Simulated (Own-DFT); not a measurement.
# Which defects push the lattice out? wurtzite GaN

Calculated, not measured: single-point runs of Own-DFT, a retired in-house plane-wave DFT program that no person has reviewed, on unrelaxed cells, without spin or spin-orbit coupling.

All runs used: PBE; PseudoDojo norm-conserving scalar-relativistic files; cutoff 42 hartree; 4 x 4 x 3 k mesh centred on Gamma; Fermi-Dirac smearing of 0.1 eV.

Keep in mind (not all hold for every row): not probed for a lower state with spin; forces not confirmed at this smearing and k mesh; stress not checked against mesh or cutoff.

All runs share one cell, with vectors in Å (9.567, 0.000, 0.000); (-4.784, 8.285, 0.000); (0.000, 0.000, 10.370) and a volume of 822.0 Å³. The atoms are randomly displaced, by u rms on each axis. The defect's site can differ from row to row.

```
cell,formula,u (Å),P (GPa)
no defect,Ga36N36,0.0215,5.94
no defect,Ga36N36,0.0486,7.34
no defect,Ga36N36,0.0520,7.79
one Ga on an N site,Ga37N35,0.0298,12.03
one Ga on an N site,Ga37N35,0.0312,11.94
one Ga on an N site,Ga37N35,0.0509,13.47
one N on a Ga site,Ga35N37,0.0320,5.48
one N on a Ga site,Ga35N37,0.0342,5.84
one N on a Ga site,Ga35N37,0.0463,6.45
one N on a Ga site,Ga35N37,0.0482,?
```

## Fit

P = P0 + c u² + a shift for each defect gives P0 = 5.50 GPa, c = 827 ± 52 GPa/Å² and a scatter of 0.12 GPa. The shifts, and each times the cell's volume:

- one Ga on an N site: 5.75 ± 0.10 GPa, 29.5 eV
- one N on a Ga site: -0.77 ± 0.10 GPa, -3.9 eV

Against the defect-free cell, a freed cell would be larger where the shift is positive and smaller where it is negative (160.2 GPa Å³ is 1 eV). The atoms around the defects weren't relaxed, which would change these numbers.

## Withheld run

The question: what pressure belongs in the blank (one N on a Ga site, u = 0.0482 Å)?

The fit gives 6.65 ± 0.15 GPa. DFT gave 6.64 GPa.
